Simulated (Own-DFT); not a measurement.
# Which defects push the lattice out? C40 NbSi2

Source: density functional calculations with Own-DFT, an unreviewed in-house program that is no longer used. Nothing was measured or relaxed, and spin and spin-orbit coupling are left out.

All runs used: PBE; PseudoDojo norm-conserving scalar-relativistic files; cutoff 42 hartree; 4 x 4 x 5 k mesh centred on Gamma; cold (Marzari-Vanderbilt) smearing of 0.2 eV.

Keep in mind: forces on such cells failed a check on a denser k mesh; stress not checked against mesh or cutoff.

All runs share one cell, with vectors in Å (0.000, 8.324, 0.000); (-9.613, 0.000, 0.000); (0.000, 0.000, 6.586) and a volume of 527.0 Å³. Atoms were moved at random from their sites; u is the rms move along one axis. The defect's site can differ from row to row.

```
cell,formula,u (Å),P (GPa)
no defect,Nb12Si24,0.0187,1.44
no defect,Nb12Si24,0.0524,2.55
no defect,Nb12Si24,0.0567,3.03
two Nb on a Si site each,Nb14Si22,0.0306,7.37
two Nb on a Si site each,Nb14Si22,0.0324,7.69
two Nb on a Si site each,Nb14Si22,0.0476,8.26
two Si on a Nb site each,Nb10Si26,0.0317,1.80
two Si on a Nb site each,Nb10Si26,0.0518,2.98
two Si on a Nb site each,Nb10Si26,0.0528,2.75
one Si vacancy,Nb12Si23,0.0282,0.93
one Si vacancy,Nb12Si23,0.0323,?
one Si vacancy,Nb12Si23,0.0461,1.75
one Si vacancy,Nb12Si23,0.0547,1.96
```

## Worked fit

P = P0 + c u² + a shift for each defect gives P0 = 1.21 GPa, c = 537 ± 46 GPa/Å² and a scatter of 0.15 GPa. The shifts, and each times the cell's volume:

- two Nb on a Si site each: 5.80 ± 0.12 GPa, 19.1 eV (9.5 eV for each of its 2 sites)
- two Si on a Nb site each: 0.14 ± 0.12 GPa, 0.5 eV (0.2 eV for each of its 2 sites) (not resolved)
- one Si vacancy: -0.72 ± 0.12 GPa, -2.4 eV

A positive shift means that the defect pushes the cell outwards. Shift times volume (160.2 GPa Å³ is 1 eV) depends little on the cell's size, so, taken for each site, it can be compared between cells at like pressure. The atoms around the defects weren't relaxed, which would change these numbers.

## Check

The question: what pressure belongs in the blank (one Si vacancy, u = 0.0323 Å)?

The fit gives 1.05 ± 0.18 GPa. The hidden result is 1.11 GPa.
